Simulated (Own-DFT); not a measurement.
# Response to strain: diamond-structure GeSn with randomly placed atoms, 64 atoms (Ge52Sn12)

These are calculations, not measurements. The program, named Own-DFT, is a retired in-house plane-wave density functional code that no person has reviewed. Each row is one single-point run on a periodic cell that was not relaxed, without spin or spin-orbit coupling.

Settings of every run: PBE; PseudoDojo norm-conserving scalar-relativistic files; cutoff 49 hartree; 3 x 3 x 3 k mesh centred on Gamma; Fermi-Dirac smearing of 0.1 eV.

Known limits: forces on such cells moved up to 12 meV/angstrom on a denser k mesh; stress not checked against mesh or cutoff.

Unstrained cell vectors in Å: (11.628, 0.000, 0.000); (0.000, 11.628, 0.000); (0.000, 0.000, 11.628). The unstrained cell has measured lattice constants (interpolated for alloys), not those of this functional. That, the random moves and any unrelaxed bonds set the pressure at no strain. Each run strains this cell uniformly, with the atoms carried along. Every atom was also moved at random, by a Gaussian of width 0.05 Å on each axis. The random placing of the alloy's atoms differs from row to row. Strain is the symmetric tensor, in per cent. Stress is positive in tension, and the pressure is minus a third of its trace.

| run | e_xx (%) | e_yy (%) | e_zz (%) | s_xx (GPa) | s_yy (GPa) | s_zz (GPa) | P (GPa) | E (meV/atom) |
|---|---|---|---|---|---|---|---|---|
| 1 | 1.75 | 1.75 | 0.00 | -2.86 | -2.99 | -3.97 | 3.27 | 17.1 |
| 2 | 0.75 | 0.75 | 0.00 | -4.25 | -4.51 | -4.91 | 4.56 | 23.4 |
| 3 | -1.75 | -1.75 | 0.00 | -8.63 | -8.85 | -8.01 | 8.50 | 75.0 |
| 4 | -2.50 | -2.50 | 0.00 | -10.40 | -10.26 | -9.11 | 9.92 | 100.1 |
| 5 | -0.50 | -0.50 | 0.00 | -6.48 | -6.66 | -6.22 | 6.46 | 50.0 |
| 6 | 2.00 | 2.00 | 0.00 | -2.44 | -2.41 | -3.33 | 2.73 | 0.0 |
| 7 | 2.50 | 2.50 | 0.00 | -1.82 | -1.96 | -3.06 | 2.28 | 8.5 |
| 8 | 1.50 | 1.50 | 0.00 | -3.09 | -3.10 | -3.87 | 3.35 | 3.3 |
| 9 | 1.25 | 1.25 | 0.00 | ? | ? | ? | ? | ? |

E is the free energy for each atom above the lowest run shown.

## Worked fit

The change of volume is close to e_xx + e_yy + e_zz. A straight line through the runs shown gives P = 5.88 - 77 x (fractional change of volume) GPa, with an error of 2 on the slope and a scatter of 0.21 GPa. The strain isn't the same on all axes, but the crystal is cubic, so the slope still estimates the bulk modulus, averaged over pressures from 2.3 to 9.9 GPa.

## Withheld run

Question: what pressure should run 9 give? Its volume changes by 2.52 %.

The line gives 3.9 GPa. The calculation gave 3.67 GPa.
